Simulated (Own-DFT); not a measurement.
# Computed records: Si47N64 (beta silicon nitride with one vacancy, atoms displaced)

Computed with Own-DFT development build. A calculation, not a measurement: plane-wave PBE density functional theory by an unreviewed code, no spin, of a simulated periodic cell, stress positive in tension, free energy of the whole cell less one offset for each atom, some atoms lie very close together, defect cell not probed for a lower state with spin; forces on such cells moved up to 12 meV/angstrom on a denser k mesh; offsets are fitted by least squares, one for each functional and potential file, so energies compare only between cells with the same atoms and settings and are not formation energies; the far tail of each file's local potential was reset to the Coulomb form; each entry is a single point on an unrelaxed cell, so the pressure reflects the starting lattice, mostly measured values (interpolated for alloys), from which strain is counted, and rises with the displacements; printed positions are rounded, which can move forces by about a meV/angstrom; the program, named Own-DFT, is a retired in-house code; no spin-orbit coupling; before rounding, a Quantum ESPRESSO 7.3.1 run of the same cell and cutoff gave forces within 1 meV/angstrom rms on each cell, which checks the program and not the settings.

Common to all runs: functional PBE; potential files PseudoDojo norm-conserving, scalar-relativistic, standard set; wave cutoff 42 hartree; occupations Fermi-Dirac; smearing width 0.1 eV; k mesh 2 x 2 x 4 centred on Gamma.

(1) Si47N64 (beta silicon nitride with one vacancy, atoms displaced)

```
Si47N64
1.0
     15.2120     0.0000     0.0000
     -7.6060    13.1740     0.0000
      0.0000     0.0000     5.8180
Si N Si N Si N Si N Si N Si N Si N Si N
6 8 6 8 5 8 6 8 6 8 6 8 6 8 6 8
Direct
  0.09424 0.37787 0.14037
  0.11775 0.21161 0.12578
  0.30701 0.42551 0.09871
  0.41989 0.11969 0.35677
  0.37915 0.30009 0.38510
  0.19734 0.08455 0.38972
  0.17151 0.01520 0.10801
  0.47925 0.14904 0.12723
  0.34933 0.33908 0.13176
  0.33795 0.47829 0.36604
  0.02545 0.34315 0.34758
  0.13849 0.16864 0.39063
  0.16966 0.33234 0.12661
  0.33657 0.17282 0.37559
  0.08733 0.38824 0.64369
  0.11806 0.20112 0.61294
  0.28698 0.40802 0.65139
  0.41331 0.11082 0.87363
  0.38568 0.30587 0.89624
  0.21059 0.09875 0.88328
  0.16170 0.01564 0.60619
  0.48780 0.14905 0.61009
  0.34948 0.33490 0.61953
  0.34265 0.48945 0.87135
  0.02030 0.36063 0.86128
  0.14439 0.16562 0.86937
  0.17397 0.33327 0.63195
  0.33967 0.17248 0.88207
  0.08473 0.88576 0.11067
  0.11906 0.70228 0.14658
  0.30121 0.91837 0.14617
  0.40894 0.61210 0.35990
  0.19766 0.58041 0.36545
  0.17583 0.51448 0.11478
  0.48342 0.64375 0.14020
  0.35769 0.83879 0.12888
  0.32826 0.97897 0.39270
  0.01740 0.84705 0.37960
  0.14467 0.66681 0.36786
  0.17056 0.83164 0.13137
  0.33698 0.67544 0.38140
  0.08638 0.88913 0.60753
  0.11403 0.70377 0.63517
  0.29270 0.90955 0.62944
  0.41813 0.62174 0.87042
  0.38086 0.78883 0.88405
  0.20572 0.58812 0.86879
  0.17183 0.51734 0.61088
  0.48261 0.65025 0.60944
  0.35132 0.83466 0.64613
  0.32660 0.98020 0.87033
  0.02809 0.85424 0.86782
  0.15591 0.66501 0.85901
  0.16779 0.83712 0.62630
  0.33891 0.67018 0.88434
  0.60232 0.39830 0.13388
  0.62802 0.21561 0.11635
  0.79757 0.41195 0.13255
  0.90795 0.11583 0.39603
  0.88541 0.29740 0.37025
  0.70101 0.08541 0.36416
  0.66393 0.01891 0.10163
  0.98698 0.15254 0.13903
  0.84078 0.33326 0.12534
  0.83435 0.48643 0.37987
  0.51073 0.34441 0.38498
  0.65018 0.16876 0.39725
  0.65841 0.32740 0.12114
  0.81664 0.15898 0.36317
  0.59245 0.38508 0.63816
  0.62122 0.22270 0.62336
  0.79238 0.40551 0.61011
  0.90890 0.11372 0.88637
  0.88266 0.28833 0.88218
  0.71087 0.07706 0.86574
  0.66054 0.00600 0.61459
  0.99331 0.15247 0.62968
  0.84644 0.33347 0.61267
  0.83812 0.49419 0.86865
  0.52200 0.35956 0.86549
  0.65409 0.17294 0.88635
  0.65743 0.33514 0.63027
  0.83344 0.16640 0.87327
  0.59085 0.89211 0.10866
  0.62242 0.70745 0.12583
  0.78420 0.90329 0.11451
  0.91179 0.61795 0.36174
  0.88533 0.79703 0.36963
  0.69424 0.58238 0.38145
  0.65955 0.50373 0.10440
  0.98261 0.65011 0.09405
  0.84248 0.82840 0.11404
  0.82803 0.97363 0.38805
  0.51822 0.86257 0.38714
  0.66067 0.66289 0.38156
  0.66833 0.83244 0.12425
  0.84782 0.66941 0.35839
  0.58825 0.88811 0.63322
  0.61705 0.70128 0.62867
  0.79597 0.91263 0.61825
  0.90366 0.59954 0.88053
  0.87597 0.78940 0.86183
  0.69665 0.59003 0.88879
  0.66654 0.51849 0.61829
  0.98503 0.65991 0.64433
  0.84407 0.83282 0.63388
  0.82404 0.97665 0.89687
  0.51332 0.84258 0.86678
  0.65125 0.66382 0.88972
  0.66731 0.83036 0.63561
  0.83146 0.67652 0.88254
```

- free energy of cell above offsets: 26.837 eV
- pressure: 14.25 GPa
- stress xx: -8.27 GPa
- stress yy: -22.54 GPa
- stress zz: -11.95 GPa
- stress yz: 3.22 GPa
- stress xz: 2.03 GPa
- stress xy: 1.32 GPa

Force:
```
element  x (eV/Å)  y (eV/Å)  z (eV/Å)
     Si     1.196     5.119    -7.971
     Si     1.297    -4.783    -0.112
     Si    -0.521    -4.278      7.27
     Si    -4.233    -2.051     6.274
     Si     3.421    -0.633    -1.892
     Si     1.641     4.386    -6.466
      N    -1.177     1.127     2.739
      N     4.792     1.655    -5.128
      N    -0.627     0.387    -0.263
      N    -1.139     1.569     1.642
      N    -7.768    -2.528     9.362
      N     7.076    -4.143    -10.57
      N     2.224     3.572    -1.046
      N    -1.678    -2.517     0.044
     Si     5.119     0.254    -6.807
     Si    -2.805      4.08     9.121
     Si     7.667     4.184    -5.243
     Si    -0.516     0.823    -1.679
     Si     3.628     -1.38    -4.073
     Si    -0.244    -1.733    -1.457
      N    -0.054    -0.281     5.513
      N    -0.352     0.214     2.156
      N    -2.514     1.474     5.224
      N    -0.563     2.162    -3.028
      N    -4.079     -3.18     6.079
      N     1.536    -0.283     1.897
      N    -8.384    -3.252     0.229
      N    -0.648     0.329    -0.217
     Si     3.545    -0.016     2.674
     Si    -3.969     2.337    -8.826
     Si     0.888    -3.316    -2.778
     Si    -2.426     0.002     3.535
     Si     1.293      5.55    -0.835
      N    -1.028    -1.774    -0.008
      N     3.282     1.927     -4.66
      N    -1.141     0.477    -0.899
      N     0.587     4.671    -1.256
      N    -2.465     -0.01    -4.095
      N     4.102    -4.336     6.543
      N    -1.637     0.577     0.046
      N    -0.843    -2.593    -0.393
     Si     2.929    -0.815     3.575
     Si    -0.821      1.18    -1.124
     Si      2.56    -1.343     0.729
     Si     0.863     0.565     0.095
     Si     -0.49     5.598     0.051
     Si     0.836     0.961    -0.272
      N    -0.486    -2.012     2.243
      N     2.132     0.186     1.621
      N     -1.27     0.324     0.481
      N     0.583     2.522     2.374
      N    -5.388    -2.062    -2.156
      N    -0.731    -0.146     2.877
      N     -1.46     -2.07    -0.334
      N    -0.191    -5.773    -0.193
     Si    -6.358       -20     1.456
     Si    -0.694    -9.339     3.419
     Si    -2.897     2.211    -1.682
     Si     1.565    -1.394    -1.921
     Si     0.093    -0.697    -0.755
     Si    -7.356    -3.234      1.23
      N      0.36    -0.892     3.562
      N    -2.831    -1.004    -0.665
      N     4.717    -2.052    -0.553
      N    -0.086    -1.595    -1.134
      N     2.404     2.479    -1.011
      N     0.757     0.474     -3.13
      N     1.565     8.935     0.657
      N     8.508     5.643     0.781
     Si    -9.632     3.462    -3.105
     Si     1.775    -12.69      1.29
     Si     -1.15     3.291     2.165
     Si     4.199    -0.958     0.428
     Si    -1.747     5.327    -1.266
     Si    -4.701     2.798    -3.326
      N     1.758     7.459     0.639
      N    -6.292    -2.195     1.309
      N     2.431    -1.046     1.698
      N    -2.595    -20.94    -0.394
      N    -1.889    -0.886     4.172
      N     2.253    -0.784    -3.814
      N     8.363     5.361    -0.406
      N     1.584    -1.365    -0.354
     Si    -2.871    -4.133     3.496
     Si     -1.86    -2.166     2.323
     Si     6.682     1.951     4.362
     Si     7.377    -0.671     1.538
     Si    -0.422    -0.231    -0.095
     Si     6.843    -1.373    -2.453
      N     1.268     19.25     1.308
      N     2.309     0.231     5.103
      N     0.226     0.842     1.402
      N    -0.129     5.591    -5.056
      N     1.765     0.044    -3.177
      N    -6.455     4.741    -0.886
      N    -5.942    -2.319     0.272
      N    -9.732     1.384     0.498
     Si    -0.969    -6.818    -2.294
     Si    -1.197     -0.04    -0.465
     Si    -0.449    -3.166     5.063
     Si     1.086     19.99    -2.413
     Si     1.825     8.021     1.682
     Si     5.524    -1.335     -2.96
      N     0.388      -1.2     3.206
      N    -0.315    -2.149    -2.624
      N     1.286    -0.002    -2.949
      N     0.178     5.307    -5.046
      N     1.042     0.833     1.969
      N    -3.985     1.764    -1.623
      N    -0.827     0.004    -0.257
      N       1.7    -11.62      0.17
```

(2) Si47N64 (beta silicon nitride with one vacancy, atoms displaced)

```
Si47N64
1.0
     15.2120     0.0000     0.0000
     -7.6060    13.1740     0.0000
      0.0000     0.0000     5.8180
Si N Si N Si N Si N Si N Si N Si N Si N
6 8 6 8 6 8 6 8 6 8 5 8 6 8 6 8
Direct
  0.08885 0.38920 0.10767
  0.10906 0.19263 0.13228
  0.30081 0.42059 0.12693
  0.40921 0.11747 0.38023
  0.37466 0.29796 0.37774
  0.20749 0.09327 0.37939
  0.17563 0.01667 0.13211
  0.48827 0.14923 0.14849
  0.33904 0.32991 0.12546
  0.32710 0.47428 0.38011
  0.01667 0.35688 0.39976
  0.14880 0.16791 0.33620
  0.16871 0.32881 0.12277
  0.33815 0.15853 0.40579
  0.07272 0.37834 0.61667
  0.11290 0.19598 0.61992
  0.29693 0.41800 0.63955
  0.41598 0.11958 0.85285
  0.39077 0.30606 0.88725
  0.19962 0.08615 0.88185
  0.17667 0.02783 0.63800
  0.48092 0.15059 0.59799
  0.35356 0.34366 0.64065
  0.33434 0.48680 0.88852
  0.01563 0.34994 0.87984
  0.14890 0.16126 0.89605
  0.15943 0.32519 0.63032
  0.33908 0.17200 0.83733
  0.08552 0.87520 0.11796
  0.12749 0.70692 0.13254
  0.29267 0.90563 0.11765
  0.40635 0.62445 0.36638
  0.38036 0.79441 0.38781
  0.20498 0.58430 0.41073
  0.16363 0.51780 0.13651
  0.48234 0.64507 0.10693
  0.34856 0.83920 0.10772
  0.32773 0.98649 0.37862
  0.01258 0.85551 0.38713
  0.14398 0.65415 0.37937
  0.15984 0.82672 0.12671
  0.33549 0.66641 0.35498
  0.07699 0.87626 0.60818
  0.10530 0.69071 0.62155
  0.30642 0.91054 0.64634
  0.42365 0.62252 0.86789
  0.39545 0.80795 0.90543
  0.20388 0.57725 0.88620
  0.17302 0.52405 0.61112
  0.48112 0.65456 0.60553
  0.35582 0.84077 0.62721
  0.33667 0.98767 0.89142
  0.01460 0.85128 0.87406
  0.15210 0.66940 0.88285
  0.16443 0.83176 0.63737
  0.33302 0.66907 0.86595
  0.58317 0.38558 0.12580
  0.60181 0.20026 0.12497
  0.79964 0.41262 0.13243
  0.91419 0.12090 0.36777
  0.88498 0.29397 0.37673
  0.70791 0.08417 0.38560
  0.67633 0.01986 0.11626
  0.97470 0.14589 0.11404
  0.84766 0.33359 0.11476
  0.84204 0.48647 0.38063
  0.52279 0.34608 0.36970
  0.64906 0.16227 0.38072
  0.66872 0.33143 0.13582
  0.83356 0.16545 0.38670
  0.58814 0.38166 0.63931
  0.60491 0.19550 0.63034
  0.91114 0.12451 0.85419
  0.88498 0.29236 0.84935
  0.69263 0.07553 0.85471
  0.66365 0.02371 0.61688
  0.97880 0.15031 0.61867
  0.85526 0.33359 0.61659
  0.83390 0.48579 0.88133
  0.50959 0.34742 0.87900
  0.64403 0.16283 0.87104
  0.66167 0.32594 0.63073
  0.83134 0.16612 0.87377
  0.58187 0.88552 0.10897
  0.62192 0.71150 0.11556
  0.80104 0.91148 0.11294
  0.91551 0.61673 0.36834
  0.87608 0.79173 0.36286
  0.69762 0.58331 0.37138
  0.66125 0.50722 0.14445
  0.98450 0.65491 0.12589
  0.84641 0.82896 0.10091
  0.82725 0.98608 0.38154
  0.52436 0.85126 0.37741
  0.65392 0.66729 0.39223
  0.65595 0.82415 0.10811
  0.83588 0.66700 0.35516
  0.58518 0.87744 0.62697
  0.62209 0.70397 0.62729
  0.79968 0.92128 0.61664
  0.92025 0.61760 0.87783
  0.88651 0.80964 0.84448
  0.70609 0.58890 0.87301
  0.66808 0.51744 0.64551
  0.97993 0.65020 0.61042
  0.84554 0.83120 0.62920
  0.83028 0.98100 0.89711
  0.51694 0.85581 0.84988
  0.65137 0.67286 0.88596
  0.64863 0.83442 0.59747
  0.84542 0.66870 0.86188
```

- free energy of cell above offsets: 25.410 eV
- pressure: 13.52 GPa
- stress xx: -15.74 GPa
- stress yy: -6.96 GPa
- stress zz: -17.87 GPa
- stress yz: 0.79 GPa
- stress xz: -0.7 GPa
- stress xy: 2.81 GPa

Force:
```
element  x (eV/Å)  y (eV/Å)  z (eV/Å)
     Si     2.697    -1.638      4.51
     Si     -7.18     5.486     -9.45
     Si      -1.5    -4.455     0.682
     Si     5.093    -5.238    -4.441
     Si     3.785    -0.669     1.545
     Si     1.147    -2.483    -0.055
      N    -1.073     -1.56      0.05
      N    -8.366    -3.528    -3.129
      N     1.786     0.295     0.549
      N     -0.22     5.487     0.868
      N    -4.064    -2.384    -12.12
      N     6.411    -3.784     13.25
      N    -2.848     1.242    -0.268
      N    -11.05     7.106    -1.765
     Si      8.46     2.675     8.344
     Si     0.139     1.278     1.108
     Si    -1.151    -2.968    -0.477
     Si    -1.069    -0.567     2.903
     Si    -3.647    -4.152    -1.491
     Si     3.161     1.085     1.409
      N    -1.991    -4.271    -3.559
      N     1.932    -0.133     5.389
      N     0.269    -0.586    -1.282
      N    -0.067     2.404    -2.338
      N    -0.736    -0.129    -1.392
      N    -1.655     0.201    -3.976
      N    -0.171     2.079    -0.006
      N    -1.517     0.543     2.982
     Si    -2.372     3.371     1.254
     Si    -3.108    -3.815    -0.286
     Si    -3.864     5.299     3.252
     Si     10.07    -5.313    -0.727
     Si     1.718     1.873    -1.352
     Si    -0.824     8.394    -15.46
      N     0.605    -1.199     0.689
      N     2.136     1.624     4.643
      N     1.617    -1.579     5.863
      N     1.551    -2.905     0.165
      N     -3.21    -1.522    -6.386
      N     0.633     1.199      0.16
      N     3.082     1.945     0.365
      N    -8.527     3.214     0.521
     Si     5.904     3.484     6.205
     Si     0.956     3.415      1.74
     Si    -7.439     3.564    -2.806
     Si    -4.471    -1.694    -2.586
     Si        -1    -5.328    -7.095
     Si    -1.152     4.802    -1.274
      N    -0.272    -11.49     14.94
      N       2.3     0.096     1.176
      N     3.716    -2.778     1.014
      N     0.799    -0.406    -1.845
      N    -0.534     0.682    -1.002
      N     1.715    -2.423     -1.86
      N     0.746    -0.787    -0.726
      N     1.707     0.985     0.703
     Si     3.019    -2.611    -0.448
     Si     10.91     2.845     0.436
     Si      0.02      0.15     -0.23
     Si    -1.251    -1.811    -0.713
     Si    -2.867     1.937    -1.457
     Si    -2.805     3.626    -5.382
      N    -1.251    -3.197     0.646
      N     2.622     1.175     0.129
      N     3.264     -1.79     0.315
      N    -0.391     0.042    -1.651
      N    -4.452    -0.863     3.125
      N    -0.306    -0.281    -0.934
      N    -2.528     0.714    -0.868
      N     0.819     0.318    -0.729
     Si     1.011     0.655    -1.966
     Si     3.578     1.717    -1.939
     Si     0.136    -3.128     3.664
     Si    -3.594     2.167     2.948
     Si    -0.327     7.187     6.178
      N     0.348     -8.05    -0.659
      N     3.383      0.38    -1.133
      N     -0.47     0.002    -0.177
      N     0.296     0.919     1.283
      N     4.053     2.469     0.552
      N     0.035     -1.55     1.507
      N    -0.685      0.18     0.509
      N    -1.794    -1.423    -0.358
     Si     3.525     1.387     2.307
     Si    -1.354    -6.724     4.296
     Si    -2.758    -2.646     4.856
     Si     -1.86    -2.467    -0.835
     Si     1.508     0.352    -0.171
     Si     2.661     0.566     2.786
      N    -0.419     4.261    -3.157
      N     3.763     1.795     0.094
      N    -0.968     1.065     2.702
      N     1.245     0.637    -3.238
      N    -5.745    -1.495    -3.188
      N     0.031     0.254    -3.542
      N    -0.054     8.838     0.045
      N     -2.39    -1.076      0.54
     Si    -9.809     8.237    -2.316
     Si    -4.171     1.553     0.012
     Si    -1.433    -3.127     3.675
     Si    -1.294    -2.565    -1.075
     Si      6.63    -5.677     7.823
     Si     2.284     1.517     2.891
      N     -1.22    -1.839    -3.319
      N     2.087     0.769     2.502
      N    -5.589     2.989    -8.396
      N      0.12     4.026    -7.573
      N    -1.197      0.07     5.246
      N      3.32    -2.466    -2.948
      N     18.75    -5.732     0.292
      N      -5.5     1.682    -0.079
```
